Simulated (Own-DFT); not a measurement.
## Calculated data, AlGa₃N₄ (wurtzite random alloy, atoms displaced)

Computed with Own-DFT development build. A calculation, not a measurement: plane-wave density functional theory by an unreviewed code, no spin, of a simulated periodic cell, stress positive in tension, run twice, with PBE and with PBEsol, both on files made for PBE, so the change isn't that of files made for PBEsol, forces on such cells passed a denser k mesh, this cell's mesh not checked; the far tail of each file's local potential was reset to the Coulomb form; each entry is a single point on an unrelaxed cell, so the pressure reflects the starting lattice, mostly measured values (interpolated for alloys), from which strain is counted, and rises with the displacements; printed positions are rounded, which can move forces by about a meV/angstrom; the program, named Own-DFT, is a retired in-house code; no spin-orbit coupling; stress was not checked against mesh or cutoff.

Entry: AlGa₃N₄ (wurtzite random alloy, atoms displaced)

```xyz
72
Lattice="9.5092 0.0000 0.0000 -4.7546 8.2353 0.0000 0.0000 0.0000 10.2685" Properties=species:S:1:pos:R:3 AlGa3N4
Ga    -0.0315     1.8483    10.2242
Ga     1.6192     0.8964     2.5355
N     -0.0166     1.8547     1.9483
N      1.5768     0.9096     4.5250
Ga    -0.0092     1.8380     5.1037
Al     1.5597     0.9314     7.7415
N     -0.0126     1.8142     7.0500
N      1.5593     0.8396     9.6519
Al    -1.5975     4.5377     0.0185
Ga    -0.0139     3.6611     2.5682
N     -1.5677     4.5634     1.9467
N     -0.0240     3.6592     4.5362
Ga    -1.6344     4.5098     5.1108
Ga    -0.0313     3.6644     7.6730
N     -1.5935     4.5821     7.0950
N     -0.0149     3.6300     9.6002
Ga    -3.1877     7.3271    10.2511
Ga    -1.5688     6.4238     2.5181
N     -3.1721     7.3393     1.9707
N     -1.5455     6.4306     4.5271
Al    -3.1176     7.3225     5.1608
Ga    -1.5436     6.4002     7.6915
N     -3.1980     7.2697     7.1103
N     -1.5504     6.3366     9.6177
Al     3.1298     1.8683    10.2191
Ga     4.7394     0.8714     2.5614
N      3.1796     1.8078     1.9528
N      4.7616     0.9411     4.4737
Ga     3.1923     1.8305     5.0536
Ga     4.7553     0.8906     7.6918
N      3.1865     1.8340     7.0575
N      4.7953     0.8948     9.6959
Ga     1.5347     4.5542    10.1955
Al     3.1929     3.6367     2.6212
N      1.5907     4.5562     1.9018
N      3.1739     3.6501     4.5125
Ga     1.5782     4.5718     5.1146
Ga     3.1652     3.6639     7.6983
N      1.6058     4.6169     7.0377
N      3.1902     3.6518     9.6300
Ga    -0.0299     7.2953     0.0026
Ga     1.5474     6.4029     2.5391
N      0.0268     7.3338     1.9131
N      1.5707     6.4185     4.5596
Ga    -0.0752     7.2861     5.1033
Ga     1.6328     6.4188     7.7148
N     -0.0085     7.3297     7.1481
N      1.6174     6.4140     9.6500
Ga     6.3653     1.7878     0.0079
Al     7.8839     0.8932     2.5839
N      6.3066     1.8041     1.9446
N      7.9619     0.9298     4.4551
Al     6.3450     1.8236     5.1705
Ga     7.9118     0.9381     7.6971
N      6.3473     1.8798     7.0764
N      7.9447     0.9196     9.6394
Ga     4.7340     4.5244     0.0029
Ga     6.3445     3.6430     2.5469
N      4.7338     4.5853     1.9202
N      6.3485     3.6823     4.5422
Ga     4.7730     4.5536     5.0690
Al     6.3820     3.6800     7.6976
N      4.7732     4.6253     7.0857
N      6.3000     3.6696     9.6732
Ga     3.1750     7.2691     0.0098
Ga     4.6911     6.3297     2.5970
N      3.1784     7.3186     1.8922
N      4.7215     6.4015     4.4501
Ga     3.1631     7.2721     5.1393
Al     4.7692     6.3801     7.7266
N      3.2044     7.3006     7.0742
N      4.7624     6.4113     9.5663
```

It was run with functional PBE, then PBEsol, potential files PseudoDojo norm-conserving, scalar-relativistic, standard set, wave cutoff 42 hartree, occupations Fermi-Dirac, smearing width 0.1 eV and k mesh 4 x 4 x 3 centred on Gamma.

Results for AlGa₃N₄ (wurtzite random alloy, atoms displaced): PBE pressure 6.29 GPa; PBE stress xx -6.46 GPa; PBE stress yy -6.31 GPa; PBE stress zz -6.11 GPa; PBE stress yz -0.64 GPa; PBE stress xz -0.56 GPa; PBE stress xy -0.71 GPa; PBEsol pressure 1.41 GPa; PBEsol stress xx -1.51 GPa; PBEsol stress yy -1.39 GPa; PBEsol stress zz -1.32 GPa; PBEsol stress yz -0.61 GPa; PBEsol stress xz -0.53 GPa; PBEsol stress xy -0.69 GPa; rms change of force components from PBE to PBEsol 0.069 eV/Å.

Force:
```csv
force element,PBE force x (eV/Å),PBE force y (eV/Å),PBE force z (eV/Å),PBEsol force x (eV/Å),PBEsol force y (eV/Å),PBEsol force z (eV/Å)
Ga,0.562,-0.685,1.189,0.55,-0.675,1.161
Ga,-1.113,0.608,0.61,-1.075,0.594,0.598
N,-0.658,-1.037,-0.142,-0.533,-0.938,-0.184
N,0.37,-0.894,-0.109,0.365,-0.72,-0.163
Ga,0.413,-0.439,0.275,0.401,-0.424,0.27
Al,0.344,-0.673,-1.077,0.346,-0.672,-1.072
N,0.952,0,0.599,0.796,0.078,0.535
N,1.036,2.453,-0.919,0.896,2.317,-0.79
Al,-0.151,0.23,-0.419,-0.146,0.218,-0.404
Ga,0.678,-0.218,0.179,0.657,-0.21,0.172
N,-0.506,0.356,-0.976,-0.49,0.345,-0.801
N,0.293,0.26,-0.546,0.284,0.246,-0.539
Ga,1.354,1.583,0.874,1.338,1.551,0.848
Ga,0.799,-0.035,-0.45,0.778,-0.031,-0.439
N,-0.527,-0.52,-0.485,-0.365,-0.428,-0.528
N,-0.948,0.855,0.357,-0.801,0.764,0.296
Ga,0.334,-1.526,0.539,0.312,-1.472,0.527
Ga,-0.377,-0.199,0.586,-0.361,-0.195,0.582
N,-0.314,-1.143,-0.705,-0.291,-1.108,-0.698
N,-2.536,-1.115,-0.73,-2.336,-1.149,-0.761
Al,-1.054,0.01,-0.071,-1.05,-0.005,-0.075
Ga,-0.972,0.022,0.279,-0.938,0.023,0.282
N,0.119,1.308,-0.812,0.254,1.23,-0.748
N,-0.652,-0.398,1.047,-0.624,-0.232,0.967
Al,0.726,-1.175,0.759,0.717,-1.189,0.767
Ga,0.171,0.761,-0.242,0.153,0.743,-0.238
N,0.028,1.459,-1.113,0.025,1.274,-1.001
N,1.158,-0.276,0.918,0.991,-0.337,0.834
Ga,-0.637,-0.333,1.253,-0.623,-0.317,1.224
Ga,0.057,0.882,0.721,0.066,0.852,0.706
N,-1.139,-0.559,0.36,-0.999,-0.48,0.316
N,-1.755,0.633,-0.631,-1.6,0.551,-0.656
Ga,0.811,0.338,0.807,0.798,0.34,0.794
Al,-0.624,0.038,-1.276,-0.62,0.037,-1.267
N,0.704,-0.342,0.683,0.565,-0.264,0.625
N,-0.089,0.357,-1.112,-0.081,0.345,-0.926
Ga,-0.085,0.112,0.219,-0.083,0.116,0.234
Ga,0.557,0.194,-0.669,0.551,0.201,-0.66
N,-0.516,-0.722,0.648,-0.502,-0.708,0.636
N,-1.105,-0.842,0.159,-1.076,-0.653,0.091
Ga,0.543,0.136,-0.621,0.544,0.143,-0.605
Ga,0.995,-0.414,0.457,0.964,-0.405,0.431
N,-0.598,-0.564,0.299,-0.588,-0.554,0.292
N,-0.37,-0.181,-1.22,-0.357,-0.183,-1.197
Ga,2.183,1.332,1.427,2.132,1.283,1.384
Ga,-0.437,0.107,-0.194,-0.431,0.104,-0.19
N,0.752,-0.302,-1.45,0.725,-0.294,-1.416
N,-0.811,-0.496,-0.171,-0.791,-0.49,-0.178
Ga,-0.261,0.571,0.009,-0.274,0.549,0.011
Al,0.755,0.218,-0.775,0.756,0.21,-0.787
N,1.152,-0.158,0.468,1.003,-0.082,0.403
N,-1.805,-0.158,0.435,-1.642,-0.204,0.552
Al,0.206,-0.193,-0.723,0.212,-0.201,-0.717
Ga,0.174,-0.682,-0.056,0.165,-0.661,-0.055
N,-0.177,0.231,-0.586,-0.165,0.068,-0.466
N,-0.41,-0.597,-0.218,-0.402,-0.57,-0.216
Ga,0.187,1.255,-0.261,0.187,1.225,-0.248
Ga,-0.178,-0.022,0.122,-0.172,-0.007,0.116
N,-0.424,-1.47,0.746,-0.295,-1.36,0.684
N,-0.669,-2.055,-0.969,-0.651,-1.866,-0.991
Ga,-0.554,0.863,1.583,-0.552,0.845,1.55
Al,-1.191,0.228,0.449,-1.2,0.213,0.457
N,0.628,-0.783,-0.078,0.5,-0.864,-0.173
N,1.744,-0.284,-0.974,1.572,-0.344,-0.865
Ga,0.595,0.679,-0.597,0.576,0.652,-0.573
Ga,0.723,1.591,-1.074,0.703,1.548,-1.05
N,-0.44,0.693,1.372,-0.432,0.527,1.283
N,1.508,0.184,1.625,1.362,0.111,1.535
Ga,0.249,0.967,0.122,0.238,0.932,0.121
Al,-0.15,0.33,-0.898,-0.164,0.331,-0.904
N,0.532,0.285,0.287,0.385,0.347,0.231
N,-0.16,-0.644,0.888,-0.159,-0.621,1.065
```
